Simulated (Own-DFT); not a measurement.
# How strain changes the stress of C40 NbSi2, 36 atoms (Nb12Si24)

All numbers below are calculated, not measured. They come from Own-DFT, an in-house plane-wave density functional program, since retired, whose code no person has reviewed. Each row is one single-point run on a periodic cell that was not relaxed, without spin or spin-orbit coupling.

Settings of every run: PBE; PseudoDojo norm-conserving scalar-relativistic files; cutoff 42 hartree; 4 x 4 x 5 k mesh centred on Gamma; cold (Marzari-Vanderbilt) smearing of 0.2 eV.

Known limits: forces on such cells failed a check on a denser k mesh; stress not checked against mesh or cutoff.

Unstrained cell vectors in Å: (0.000, 8.324, 0.000); (-9.613, 0.000, 0.000); (0.000, 0.000, 6.586). The unstrained cell was taken from the Materials Project. The random moves and any unrelaxed bonds add to the pressure at no strain. Each run strains this cell uniformly, with the atoms carried along. Every atom was also moved at random, by a Gaussian of width 0.05 Å on each axis. Strain is the symmetric tensor, in per cent. Stress is positive in tension, and the pressure is minus a third of its trace.

```
run,e_xx (%),e_yy (%),e_zz (%),e_yz (%),e_xz (%),e_xy (%),s_xx (GPa),s_yy (GPa),s_zz (GPa),s_yz (GPa),s_xz (GPa),s_xy (GPa),P (GPa),E (meV/atom)
1,-1.37,-0.80,0.19,-0.24,0.22,1.42,-8.13,-6.85,-3.92,-0.08,0.89,4.88,6.30,7.6
2,1.17,0.26,0.35,0.58,0.45,-1.20,1.66,0.07,-0.97,1.44,1.43,-3.73,-0.26,0.0
3,1.88,0.50,-1.33,1.69,0.21,-1.08,3.63,-1.27,-8.47,5.28,0.96,-2.16,2.04,19.4
4,0.36,1.67,1.88,1.79,1.84,1.32,0.87,5.36,5.39,4.66,4.63,3.85,-3.88,12.1
5,0.34,1.81,-0.58,1.56,0.76,1.22,-1.07,3.76,-5.63,4.57,2.03,3.79,0.98,19.3
6,-1.25,-1.60,1.05,-0.04,1.76,-0.28,-7.13,-8.53,-1.71,-0.29,5.50,-1.24,5.79,10.2
7,-1.20,-0.38,-0.92,1.37,-0.85,0.76,-8.17,-5.67,-9.92,4.93,-2.53,2.38,7.92,21.2
8,0.15,-0.49,1.02,-0.32,0.53,-0.22,-1.34,-2.60,-0.21,-0.25,1.69,-0.97,1.38,1.6
9,1.42,-0.11,1.11,0.07,0.96,1.78,2.64,-1.12,2.49,0.35,2.46,4.83,-1.34,3.2
10,-1.56,-0.39,-1.39,-1.81,1.87,0.85,-10.25,-5.86,-12.45,-5.66,5.32,2.83,9.52,24.6
11,0.26,-0.17,-1.20,-0.42,-0.30,0.62,-2.59,-3.48,-9.52,-0.64,-1.29,1.96,5.20,5.1
12,0.18,0.51,1.32,0.36,-1.87,0.80,-0.66,1.04,1.68,1.28,-4.91,2.96,-0.69,8.0
13,-1.03,0.30,-0.18,1.33,-0.57,0.85,-6.34,-1.57,-5.50,4.23,-1.56,2.61,4.47,3.8
14,-1.68,1.53,-1.76,-0.66,-0.88,0.16,-9.89,0.43,-13.45,-2.60,-3.06,0.81,7.64,33.3
15,0.38,-1.99,-1.02,1.80,-0.96,-0.50,-3.93,-10.43,-10.83,6.67,-3.46,-2.22,8.39,32.1
16,0.08,1.84,-1.05,1.80,1.83,-0.49,?,?,?,?,?,?,?,?
```

E is the free energy for each atom above the lowest run shown.

## Worked fit

Each stress component was fitted by least squares to a constant and the strains of the runs shown, as fractions, with shears doubled. Shear strains stay in the fit of a normal stress only where such slopes are resolved. The slopes, in GPa:

| stress | at no strain | per e_xx | per e_yy | per e_zz | scatter |
|---|---|---|---|---|---|
| s_xx | -2.9 | 365 ± 9 | 57 ± 9 | 85 ± 9 | 0.37 |
| s_yy | -2.4 | 64 ± 12 | 368 ± 12 | 91 ± 12 | 0.50 |
| s_zz | -4.3 | 87 ± 15 | 61 ± 15 | 465 ± 14 | 0.60 |

Each shear stress against twice its own strain: yz 155 ± 5, xz 141 ± 6, xy 148 ± 9 GPa. These are stiffnesses along x, y and z of the frame in which the cell vectors are given, which need not be the crystal's axes. The atoms are held to the strained lattice; where symmetry lets them move under strain, relaxing them would lower some slopes. The table should be nearly symmetric about its diagonal, and what it lacks of that shows the noise. A ninth of its sum, 183 ± 6 GPa, estimates the bulk modulus near the mean pressure of these runs, 3.6 GPa, so it lies above the value at zero pressure.

## Withheld run

Question: what normal stresses and pressure should run 16 give?

The fit gives s_xx = -2.4, s_yy = 3.4, s_zz = -8.0 and P = 2.3 GPa. The calculation gave -2.52, 2.98, -8.18 and P = 2.57 GPa.
